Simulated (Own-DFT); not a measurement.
## Calculated data, Hf$_{36}$O$_{71}$ (tetragonal hafnia with one neutral oxygen vacancy, atoms displaced)

All values are calculated (Own-DFT development build). A calculation, not a measurement: plane-wave PBE and HSE06 DFT by an unreviewed code, no spin, of a simulated cell at Gamma alone, so results move with cell size and shape, stress positive in tension, energies less offsets, not probed for a lower state with spin; hafnium file: forces about 75 meV/angstrom off all-electron values; oxygen file: force components 24 meV/angstrom off all-electron in a glass; k mesh not checked against a denser one; forces and stress are PBE's, HSE06 gives the energy alone, and its difference from PBE has offsets of its own; offsets are fitted by least squares, one for each functional and potential file, so energies compare only between cells with the same atoms and settings and are not formation energies; the far tail of each file's local potential was reset to the Coulomb form; each entry is a single point on an unrelaxed cell, so the pressure reflects the starting lattice, taken from the Materials Project, from which strain is counted, and rises with the displacements; printed positions are rounded, which can move forces by about a meV/angstrom; the program is a retired in-house code; no spin-orbit coupling.

Common to all runs: first functional PBE; second functional HSE06; exact exchange share 0.25; screening 0.11 1/bohr; exchange divergence Gygi-Baldereschi; potential files PseudoDojo norm-conserving, scalar-relativistic, made for PBE, standard set; wave cutoff 48 hartree; occupations fixed; k mesh 1 x 1 x 1 centred on Gamma.

(1) Hf$_{36}$O$_{71}$ (tetragonal hafnia with one neutral oxygen vacancy, atoms displaced)

```xyz
107
Lattice="10.7800 0.0000 0.0000 0.0000 10.7800 0.0000 0.0000 0.0000 10.4493" Properties=species:S:1:pos:R:3 Hf36O71
Hf     0.0024    10.7365    10.4230
Hf     1.7786     1.7972     2.6949
O     10.7159     1.7287     1.6310
O      1.9255    10.7446     3.5699
O     10.7730     1.7388     4.2024
O      1.7306     0.0464     1.0661
Hf     0.0420    10.7152     5.2411
Hf     1.8131     1.7876     7.8085
O      1.7609    10.7750     8.8812
O      0.0563     1.8678     9.3762
O      1.7575     0.0230     6.1914
Hf     0.0961     3.6201     0.0005
Hf     1.8146     5.4544     2.6269
O     10.7478     5.3726     1.6384
O      1.8696     3.5769     3.6343
O     10.7699     5.3489     4.1469
O      1.7761     3.5885     1.0860
Hf     0.0335     3.6483     5.2631
Hf     1.7602     5.2856     7.7522
O     10.7003     5.3522     6.8302
O      1.8099     3.5687     8.8487
O     10.6669     5.4145     9.4354
O      1.7559     3.6388     6.2144
Hf    10.7229     7.2242     0.0837
Hf     1.8397     9.0424     2.5423
O     10.6898     8.9439     1.6516
O      1.8802     7.1322     3.7478
O     10.7556     8.9895     4.2806
O      1.7332     7.1231     0.9382
Hf     0.0498     7.1937     5.1547
Hf     1.7223     8.9476     7.6973
O      0.0676     8.9888     6.7934
O      1.9383     7.1875     8.8569
O     10.7750     8.9472     9.3912
O      1.7665     7.2555     6.2410
Hf     3.5589    10.7356    10.3831
Hf     5.2848     1.8058     2.5834
O      3.6178     1.8525     1.5722
O      5.3643    10.7609     3.6796
O      3.6162     1.7967     4.1227
O      5.3323     0.0168     0.9300
Hf     3.5606     0.0969     5.2073
Hf     5.3107     1.8036     7.9158
O      3.5836     1.7835     6.7562
O      5.3471     0.0336     8.9010
O      3.5856     1.7626     9.4018
O      5.4028     0.0310     6.2108
Hf     3.6675     3.6505     0.0265
Hf     5.4041     5.4432     2.6627
O      3.5209     5.4070     1.4979
O      5.4127     3.5684     3.5682
O      3.5807     5.3748     4.1701
O      5.3790     3.6131     1.0362
Hf     3.6361     3.5143     5.2294
Hf     5.4310     5.4471     7.8567
O      3.5684     5.4139     6.7474
O      5.3385     3.5938     8.8663
O      3.5995     5.4706     9.4145
O      5.3224     3.5982     6.1646
Hf     3.5899     7.2354    10.4388
Hf     5.4599     9.0039     2.5684
O      3.5996     8.9327     1.5438
O      5.3457     7.2263     3.5544
O      3.5913     9.0096     4.2343
O      5.4169     7.1679     0.9582
Hf     3.5680     7.1665     5.2198
Hf     5.4361     9.0166     7.8257
O      3.5967     8.8831     6.8763
O      5.4226     7.2019     8.8866
O      3.5454     8.9592     9.4082
O      5.4555     7.2010     6.1809
Hf     7.1398     0.0273    10.3976
Hf     9.0333     1.7774     2.5598
O      7.1674     1.7859     1.6100
O      8.9129     0.0234     3.5894
O      7.1127     1.6981     4.1569
O      8.9831     0.0161     1.0004
Hf     7.2543     0.0582     5.2541
Hf     8.9794     1.8071     7.8724
O      7.2116     1.7712     6.8012
O      9.0045    10.7439     8.8553
O      7.2155     1.8796     9.3420
O      9.0596    10.7451     6.2311
Hf     7.2447     3.7016     0.1008
Hf     8.9732     5.4037     2.5937
O      7.1066     5.3421     1.5885
O      9.0143     3.5399     3.5828
O      7.2153     5.3494     4.1922
O      8.9905     3.4590     0.9095
Hf     7.2184     3.6489     5.1955
Hf     9.0095     5.4005     7.7911
O      7.1492     5.5675     6.8583
O      8.9804     3.5639     8.9019
O      7.1270     5.4036     9.4218
O      8.9277     3.6102     6.2381
Hf     7.2052     7.0825     0.0993
Hf     9.0123     9.0097     2.5924
O      7.1975     8.9530     1.5212
O      8.9652     7.1330     3.5718
O      7.2576     8.9989     4.2216
O      8.8548     7.1439     1.0098
Hf     7.2136     7.2287     5.1954
Hf     9.0101     9.0039     7.7665
O      7.2404     9.0002     6.8406
O      8.9709     7.1237     8.8138
O      7.2142     9.0343     9.4075
O      9.0067     7.1510     6.2326
```

It finds PBE energy of cell above offsets -97.164 eV; HSE06 less PBE above offsets 0.058 eV; PBE pressure 2.32 GPa; PBE stress xx -4.17 GPa; PBE stress yy -0.13 GPa; PBE stress zz -2.66 GPa; PBE stress yz -0.33 GPa; PBE stress xz -0.8 GPa; PBE stress xy 0.05 GPa.

Force:
```tsv
element	x (eV/Å)	y (eV/Å)	z (eV/Å)
Hf	-0.665	1.51	-0.791
Hf	-0.3	0.784	-1.762
O	2.506	0.288	-0.819
O	-0.586	0.197	0.771
O	0.837	0.41	0.922
O	0.721	-1.083	-0.211
Hf	-1.519	1.964	-0.327
Hf	-1.524	-0.492	1.123
O	0.014	0.003	-0.898
O	-0.13	-1.334	0.378
O	1.052	0.337	0.875
Hf	-1.112	-0.172	-0.565
Hf	0.336	-1.638	-0.42
O	-0.031	0.352	-0.501
O	-0.585	0.406	0.311
O	0.168	0.995	0.649
O	0.429	-0.183	-0.51
Hf	-1.699	-1.509	-1.083
Hf	1.289	1.89	1.713
O	2.139	-0.087	-1.374
O	0.099	0.609	-0.253
O	0.997	-0.017	0.439
O	1.095	-0.406	0.742
Hf	-0.205	-1.057	-2.241
Hf	0.798	-0.682	0.706
O	2.385	-0.328	-1.143
O	-0.903	1.428	-1.362
O	0.11	-0.729	-1.679
O	0.174	0.671	1.637
Hf	-0.762	-0.842	0.657
Hf	3.314	-0.92	3.556
O	-2.616	-0.003	-1.266
O	-1.399	-0.388	-1.294
O	0.006	-0.148	0.7
O	-0.435	-0.655	-0.109
Hf	-0.251	0.238	-0.004
Hf	2.711	-0.746	0.284
O	-1.873	-0.235	-0.376
O	-0.307	-0.371	-1.345
O	-0.362	0.007	0.434
O	0.298	-0.488	1
Hf	2.09	-2.026	-0.379
Hf	1.782	0.144	-0.612
O	-0.436	0.206	-0.18
O	0.142	-0.603	-0.675
O	0.043	0.604	-0.097
O	-0.614	-0.399	0.702
Hf	-0.7	0.23	-0.412
Hf	-1.951	-1.256	-0.699
O	1.052	0.077	1.157
O	-0.262	0.93	0.628
O	0.579	-0.289	0.006
O	0.206	0.136	-0.09
Hf	-0.822	1.743	-1.132
Hf	-1.292	0.209	0.436
O	-0.028	-0.014	0.495
O	-0.421	0.469	-0.371
O	0.283	-1.612	-0.036
O	2.118	0.142	0.91
Hf	-0.283	-0.914	-1.212
Hf	-0.517	1.017	0.525
O	-0.37	0.165	0.479
O	0.504	-0.041	0.575
O	-0.473	-0.328	-0.001
O	-0.577	-0.095	1.276
Hf	0.739	0.635	0.409
Hf	-0.296	-0.657	0.317
O	0.195	0.564	-0.609
O	-0.186	0.602	-0.923
O	0.67	1.277	0.354
O	-0.953	0.235	-0.031
Hf	0.72	0.671	0.097
Hf	-2.418	-0.135	0.477
O	-0.4	0.013	-0.469
O	0.708	-1.01	0.243
O	0.394	2.096	0.999
O	-0.054	-0.577	-0.36
Hf	-1.026	0.332	-0.569
Hf	-0.143	0.46	0.234
O	-0.355	-0.083	0.172
O	0.346	0.801	-0.343
O	-0.498	-0.949	1.017
O	0.151	0.164	0.393
Hf	-1.014	-2.197	-1.88
Hf	0.209	-1.285	0.534
O	1.657	0.143	-0.053
O	-0.432	1.021	0.256
O	-0.368	1.369	-0.369
O	1.104	0.913	1.436
Hf	-0.912	-2.808	-0.288
Hf	-1.506	-0.505	1.767
O	0.774	-1.25	-0.703
O	-0.051	0.955	-1.257
O	0.132	-0.71	0.25
O	0.858	0.012	-0.067
Hf	-2.306	1.96	-3.556
Hf	-2.947	0.865	1.161
O	0.102	0.409	0.903
O	0.285	0.933	0.3
O	-0.307	-0.287	-0.411
O	3.278	-0.28	1.475
Hf	0.214	-0.231	0.703
Hf	-0.446	-0.793	1.622
O	-0.489	-0.085	-0.612
O	-0.028	1.477	0.184
O	-0.26	-0.666	0.16
O	0.601	0.524	-0.817
```

(2) Hf$_{36}$O$_{71}$ (tetragonal hafnia with one neutral oxygen vacancy, atoms displaced)

```xyz
107
Lattice="10.7800 0.0000 0.0000 0.0000 10.7800 0.0000 0.0000 0.0000 10.4493" Properties=species:S:1:pos:R:3 Hf36O71
Hf     0.1053     0.0231     0.0341
Hf     1.7562     2.0149     2.4668
O      0.0677     1.7960     1.5860
O      1.8077    10.7538     3.6439
O     10.6858     1.7620     4.1549
O      1.8020     0.0150     1.0722
Hf    10.5512    10.7634     5.3379
Hf     1.8140     1.7645     7.8563
O     10.7220     1.8362     6.7099
O      1.6924     0.0961     8.8882
O     10.7344     1.9298     9.4329
Hf    10.7333     3.5904     0.0775
Hf     1.8778     5.4889     2.5621
O      0.0451     5.4014     1.6066
O      1.7091     3.6681     3.7578
O     10.6977     5.3631     4.2134
O      1.7597     3.5383     1.0403
Hf    10.7030     3.6366     5.2828
Hf     1.8223     5.3009     7.8594
O      0.0227     5.3198     6.8768
O      1.8738     3.5336     8.8516
O      0.0334     5.3766     9.3772
O      1.6234     3.6500     6.2534
Hf     0.1099     7.1164     0.0403
Hf     1.7994     9.1314     2.6165
O     10.6577     9.1175     1.5795
O      1.8226     7.1649     3.6365
O     10.7284     8.9653     4.0820
O      1.7362     7.0307     0.9341
Hf    10.7515     7.3259     5.3111
Hf     1.9465     8.9459     7.8365
O     10.7449     8.8819     6.9146
O      1.7689     7.1732     8.8637
O      0.0710     9.0793     9.5218
O      1.7002     7.3832     6.1254
Hf     3.6740    10.7237    10.4296
Hf     5.3603     1.7232     2.6335
O      3.5583     1.6688     1.7312
O      5.4103    10.7175     3.6706
O      3.8404     1.7151     4.1936
O      5.4034     0.0438     1.2534
Hf     3.6574    10.7070     5.1705
Hf     5.4198     1.7965     7.9978
O      3.6134     1.6311     6.7994
O      5.4051    10.7387     8.8195
O      3.5963     1.7849     9.3427
O      5.3724     0.0288     6.2967
Hf     3.5089     3.4175    10.3898
Hf     5.3462     5.3589     2.6713
O      3.5400     5.4463     1.6582
O      5.3747     3.5893     3.6782
O      3.8059     5.2776     4.1420
O      5.4739     3.5903     0.8788
Hf     3.5024     3.5469     5.1323
Hf     5.4066     5.3890     7.8725
O      3.6316     5.2980     6.8449
O      5.3092     3.6002     8.9699
O      3.7113     5.3258     9.3557
O      5.3277     3.6544     6.1706
Hf     3.6498     7.3679     0.0647
Hf     5.4399     8.9601     2.5272
O      3.6854     8.9102     1.6438
O      5.3125     7.1852     3.6450
O      3.4369     9.1002     4.3501
O      5.3742     7.2634     1.1059
Hf     3.5120     7.3061     5.1568
Hf     5.3373     8.8974     7.9126
O      3.5798     8.9864     6.8107
O      5.3490     7.1632     9.0156
O      3.6890     9.0503     9.5141
O      5.4029     7.1764     6.1844
Hf     7.2397    10.6638    10.4175
Hf     9.0515     1.7096     2.6679
O      7.1953     1.8242     1.4652
O      8.8997    10.7087     3.5594
O      7.2096     1.9151     4.2355
O      8.9084     0.0901     1.1537
Hf     7.2486    10.7545     5.2524
Hf     8.9801     1.9500     7.9037
O      7.3104     1.7898     6.8527
O      8.9928    10.7570     8.7149
O      7.2216     1.7226     9.3817
O      8.9106    10.7606     6.2744
Hf     7.1978     3.6033     0.0606
Hf     8.9059     5.3352     2.6999
O      7.1480     5.4122     1.6305
O      8.9351     3.5110     3.7295
O      7.2030     5.4125     4.3669
O      8.9377     3.5804     1.0367
Hf     7.3290     3.5394     5.1990
Hf     8.9691     5.4569     7.9243
O      7.1334     5.3447     6.8957
O      9.0170     3.6553     8.8213
O      7.0710     5.2744     9.5351
O      9.0136     3.4525     6.2038
Hf     7.1853     7.1851     0.0223
Hf     8.8907     9.0172     2.7955
O      7.1564     8.9286     1.5166
O      8.9505     7.2689     3.5086
O      7.2875     8.9062     4.3108
O      8.9960     7.2707     1.2348
Hf     7.2386     7.1263     5.1028
Hf     9.1297     8.9253     7.6654
O      7.1054     8.9330     6.9183
O      9.0196     7.1345     8.7765
O      7.2793     8.9682     9.4404
O      9.0893     7.1338     6.2321
```

Results for Hf$_{36}$O$_{71}$ (tetragonal hafnia with one neutral oxygen vacancy, atoms displaced): PBE energy of cell above offsets -86.690 eV; HSE06 less PBE above offsets 0.524 eV; PBE pressure 6.26 GPa; PBE stress xx -5.61 GPa; PBE stress yy -7.43 GPa; PBE stress zz -5.74 GPa; PBE stress yz -1.15 GPa; PBE stress xz 0.4 GPa; PBE stress xy 0.1 GPa.

Force:
```tsv
element	x (eV/Å)	y (eV/Å)	z (eV/Å)
Hf	-2.775	-0.611	-0.26
Hf	0.308	-1.638	4.052
O	-1.908	0.129	-0.914
O	0.017	1.644	-0.019
O	-0.173	-0.854	0.317
O	1.941	-0.726	-0.676
Hf	4.867	2.048	-2.262
Hf	-0.492	0.552	-2.663
O	0.949	-1.797	1.15
O	1.2	-1.82	0.054
O	0.242	-1.244	0.246
Hf	-1.02	1.201	-0.932
Hf	-2.569	-0.77	1.998
O	-1.041	-0.57	-0.125
O	1.102	-0.823	-1.842
O	-0.796	1.725	0.443
O	0.951	0.081	0.03
Hf	1.159	-0.158	-1.577
Hf	0.637	-0.35	-0.214
O	-0.944	0.785	-0.086
O	0.233	0.369	0.834
O	0.087	-0.484	1.242
O	3.24	-0.512	0.857
Hf	-4.228	1.22	-0.881
Hf	-2.322	-0.085	0.347
O	2.276	0.105	0.663
O	0.821	0.934	-0.429
O	-0.037	0.778	2.043
O	3.481	1.221	1.553
Hf	0.553	-2.566	-3.763
Hf	-3.394	0.908	0.338
O	4.942	0.763	-3.036
O	0.744	0.529	-0.595
O	0.099	-1.919	-0.693
O	2.583	-0.325	1.992
Hf	0.04	3.422	2.31
Hf	1.891	1.175	0.636
O	0.251	1.075	-2.529
O	0.796	-1.034	0.394
O	-1.402	0.973	0.323
O	-0.6	-0.987	-3.187
Hf	0.201	5.736	2.972
Hf	0.877	1.083	-3.133
O	-1.623	0.654	0.921
O	-0.638	-0.48	2.021
O	0.229	-2.308	0.94
O	1.479	-0.668	-0.805
Hf	2.61	3.997	-0.344
Hf	-0.509	-0.912	-0.151
O	2.229	-0.199	-1.623
O	0.675	-0.31	-1.967
O	-2.028	1.956	0.998
O	-3.858	-0.137	2.384
Hf	1.829	-0.035	1.679
Hf	-1.464	-1.515	-0.48
O	-1.929	1.038	-0.539
O	0.491	-1.466	-1.785
O	-1.637	0.718	2.046
O	0.753	-0.896	0.694
Hf	-0.014	-5.07	0.196
Hf	1.262	0.134	1.435
O	-2.651	0.392	-0.966
O	0.398	1.119	-0.111
O	0.111	-4.607	-3.266
O	0.42	-0.486	-0.873
Hf	1.656	-2.772	0.53
Hf	2.764	0.287	-2.165
O	1.051	-0.276	0.399
O	0.057	1.037	-0.583
O	-1.034	-0.644	-2.001
O	-0.935	0.344	0.455
Hf	1.279	2.41	0.932
Hf	-1.47	0.929	-1.519
O	-0.285	-0.012	2.202
O	-0.4	3.546	4.057
O	-0.18	-4.445	-1.232
O	0.796	-0.107	-1.766
Hf	-4.108	1.155	0.563
Hf	0.408	-2.24	-0.281
O	-2.195	0.069	-0.535
O	0.359	0.005	0.863
O	-0.427	0.721	0.246
O	0.075	-1.3	0.204
Hf	-0.164	-2.66	-0.447
Hf	1.853	1.002	-0.82
O	0.431	0.03	0.662
O	0.013	1.45	-1.424
O	0.557	-2.007	-2.968
O	1.866	0.547	0.95
Hf	-3.291	0.925	2.248
Hf	0.346	-1.806	-2.24
O	2.24	0.437	0.136
O	-0.386	0.817	1.477
O	0.857	3.235	-1.114
O	-0.895	0.947	1.81
Hf	1.22	-0.222	1.196
Hf	1.43	-2.277	-5.882
O	-0.036	0.513	0.65
O	-0.574	-3.746	3.451
O	-0.462	2.001	-1.22
O	-0.221	-1.323	-3.523
Hf	-1.182	1.237	4.069
Hf	-7.035	1.081	5.606
O	1.114	0.098	-0.686
O	-0.318	2.097	1.884
O	-0.841	-1.426	0.042
O	-2.853	0.241	0.403
```
